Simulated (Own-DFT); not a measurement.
# Which defects push the lattice out? D0_22 TiAl3

Calculated, not measured: single-point runs of Own-DFT, a retired in-house plane-wave DFT program that no person has reviewed, on unrelaxed cells, without spin or spin-orbit coupling.

Common settings: PBE; PseudoDojo norm-conserving scalar-relativistic files; cutoff 42 hartree; 4 x 4 x 4 k mesh centred on Gamma; cold (Marzari-Vanderbilt) smearing of 0.2 eV.

Limits: forces on such cells failed a check on a denser k mesh; stress not checked against mesh or cutoff.

All runs share one cell, with vectors in Å (-2.365, -6.981, 4.326); (-7.667, 3.491, 1.442); (-2.950, -3.488, -7.241) and a volume of 625.4 Å³. The atoms are randomly displaced, by u rms on each axis. The defect's site can differ from row to row.

```
cell,formula,u (Å),P (GPa)
no defect,Al30Ti10,0.0187,1.97
no defect,Al30Ti10,0.0190,1.96
no defect,Al30Ti10,0.0493,2.66
two Ti on an Al site each,Al28Ti12,0.0304,3.36
two Ti on an Al site each,Al28Ti12,0.0311,3.11
two Ti on an Al site each,Al28Ti12,0.0521,3.96
two Al vacancies,Al28Ti10,0.0288,1.07
two Al vacancies,Al28Ti10,0.0290,1.05
two Al vacancies,Al28Ti10,0.0608,2.07
two Al on a Ti site each,Al32Ti8,0.0291,?
two Al on a Ti site each,Al32Ti8,0.0297,2.88
two Al on a Ti site each,Al32Ti8,0.0477,3.35
two Al on a Ti site each,Al32Ti8,0.0491,3.31
```

## Worked fit

P = P0 + c u² + a shift for each defect gives P0 = 1.83 GPa, c = 354 ± 25 GPa/Å² and a scatter of 0.09 GPa. The shifts, and each times the cell's volume:

- two Ti on an Al site each: 1.11 ± 0.07 GPa, 4.3 eV (2.2 eV for each of its 2 sites)
- two Al on a Ti site each: 0.70 ± 0.07 GPa, 2.7 eV (1.4 eV for each of its 2 sites)
- two Al vacancies: -1.06 ± 0.07 GPa, -4.1 eV (-2.1 eV for each of its 2 sites)

Against the defect-free cell, a freed cell would be larger where the shift is positive and smaller where it is negative (160.2 GPa Å³ is 1 eV). The atoms around the defects weren't relaxed, which would change these numbers.

## Prediction

Asked: what pressure belongs in the blank (two Al on a Ti site each, u = 0.0291 Å)?

From the fit: 2.82 ± 0.10 GPa. DFT gave 2.87 GPa.
